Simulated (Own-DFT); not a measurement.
# Response to strain: diamond-structure SiGeSn with randomly placed atoms, 64 atoms (Ge48Si8Sn8)

All numbers below are calculated, not measured. They come from Own-DFT, an in-house plane-wave density functional program, since retired, whose code no person has reviewed. Each row is one single-point run on a periodic cell that was not relaxed, without spin or spin-orbit coupling.

Settings of every run: PBE; PseudoDojo norm-conserving scalar-relativistic files; cutoff 49 hartree; 3 x 3 x 3 k mesh centred on Gamma; Fermi-Dirac smearing of 0.1 eV.

Known limits: forces on such cells moved up to 12 meV/angstrom on a denser k mesh; stress not checked against mesh or cutoff.

Unstrained cell vectors in Å: (11.467, 0.000, 0.000); (0.000, 11.467, 0.000); (0.000, 0.000, 11.467). The unstrained cell has measured lattice constants (interpolated for alloys), not those of this functional. That, the random moves and any unrelaxed bonds set the pressure at no strain. Each run strains this cell uniformly, with the atoms carried along. Every atom was also moved at random, by a Gaussian of width 0.05 Å on each axis. The random placing of the alloy's atoms differs from row to row. Strain is the symmetric tensor, in per cent. Stress is positive in tension, and the pressure is minus a third of its trace.

| run | e_xx (%) | e_yy (%) | e_zz (%) | s_xx (GPa) | s_yy (GPa) | s_zz (GPa) | P (GPa) | E (meV/atom) |
|---|---|---|---|---|---|---|---|---|
| 1 | -3.00 | -3.00 | 0.00 | -10.76 | -11.10 | -9.22 | 10.36 | 89.1 |
| 2 | 1.25 | 1.25 | 0.00 | -3.20 | -2.95 | -3.71 | 3.28 | 18.7 |
| 3 | -1.50 | -1.50 | 0.00 | -7.52 | -7.57 | -6.63 | 7.24 | 32.8 |
| 4 | 2.75 | 2.75 | 0.00 | -0.72 | -0.79 | -2.20 | 1.23 | 0.0 |
| 5 | 3.00 | 3.00 | 0.00 | -0.43 | -0.37 | -2.10 | 0.97 | 1.3 |
| 6 | -2.50 | -2.50 | 0.00 | -9.98 | -9.85 | -8.38 | 9.41 | 76.0 |
| 7 | -0.50 | -0.50 | 0.00 | -5.83 | -5.89 | -5.56 | 5.76 | 28.0 |
| 8 | -0.25 | -0.25 | 0.00 | -5.72 | -5.66 | -5.44 | 5.61 | 43.0 |
| 9 | 2.25 | 2.25 | 0.00 | ? | ? | ? | ? | ? |

E is the free energy for each atom above the lowest run shown.

## Worked fit

The change of volume is close to e_xx + e_yy + e_zz. A straight line through the runs shown gives P = 5.37 - 77 x (fractional change of volume) GPa, with an error of 3 on the slope and a scatter of 0.35 GPa. The strain isn't the same on all axes, but the crystal is cubic, so the slope still estimates the bulk modulus, averaged over pressures from 1.0 to 10.4 GPa.

## Withheld run

Question: what pressure should run 9 give? Its volume changes by 4.55 %.

The line gives 1.9 GPa. The calculation gave 1.81 GPa.
